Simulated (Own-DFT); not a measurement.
# Which defects push the lattice out? 4H SiC

Everything here is calculated. The program is Own-DFT (plane waves, in-house, since retired, never reviewed by a person); positions were held fixed, and spin and spin-orbit coupling were off.

All runs used: PBE; PseudoDojo norm-conserving scalar-relativistic files; cutoff 42 hartree; 4 x 4 x 3 k mesh centred on Gamma; Fermi-Dirac smearing of 0.1 eV.

Limits (not all hold for every row): a neutral cation vacancy leaves holes that likely carry spin, which these runs leave out; not probed for a lower state with spin; forces on such cells failed a check on a denser k mesh; forces on such cells passed a denser k mesh, each cell not checked; stress not checked against mesh or cutoff.

All runs share one cell, with vectors in Å (9.248, 0.000, 0.000); (-4.624, 8.009, 0.000); (0.000, 0.000, 10.068) and a volume of 745.7 Å³. u is the rms random offset of the atoms per axis. The defect's site can differ from row to row.

```
                    cell     formula   u (Å)  P (GPa)
               no defect     C36Si36  0.0304     3.82
               no defect     C36Si36  0.0576     6.10
               no defect     C36Si36  0.0604     6.00
          one Si vacancy     C36Si35  0.0285     2.99
          one Si vacancy     C36Si35  0.0337     3.21
          one Si vacancy     C36Si35  0.0343     3.51
  two N on a C site each   C34N2Si36  0.0293     2.64
  two N on a C site each   C34N2Si36  0.0296     2.80
  two N on a C site each   C34N2Si36  0.0456     3.60
  two N on a C site each   C34N2Si36  0.0502        ?
two Al on a Si site each  Al2C36Si34  0.0283     5.77
two Al on a Si site each  Al2C36Si34  0.0483     7.35
two Al on a Si site each  Al2C36Si34  0.0499     6.97
           one C vacancy     C35Si36  0.0280     3.42
           one C vacancy     C35Si36  0.0304     3.69
           one C vacancy     C35Si36  0.0503     4.83
```

## Worked fit

P = P0 + c u² + a shift for each defect gives P0 = 3.15 GPa, c = 821 ± 60 GPa/Å² and a scatter of 0.18 GPa. The shifts, and each times the cell's volume:

- two Al on a Si site each: 2.01 ± 0.16 GPa, 9.4 eV (4.7 eV for each of its 2 sites)
- one C vacancy: -0.33 ± 0.17 GPa, -1.5 eV (not resolved)
- one Si vacancy: -0.77 ± 0.18 GPa, -3.6 eV
- two N on a C site each: -1.18 ± 0.17 GPa, -5.5 eV (-2.7 eV for each of its 2 sites)

Against the defect-free cell, a freed cell would be larger where the shift is positive and smaller where it is negative (160.2 GPa Å³ is 1 eV). The atoms around the defects weren't relaxed, which would change these numbers.

## Test on the hidden row

Question: what pressure belongs in the blank (two N on a C site each, u = 0.0502 Å)?

The fit gives 4.04 ± 0.22 GPa. The calculation gave 4.44 GPa.
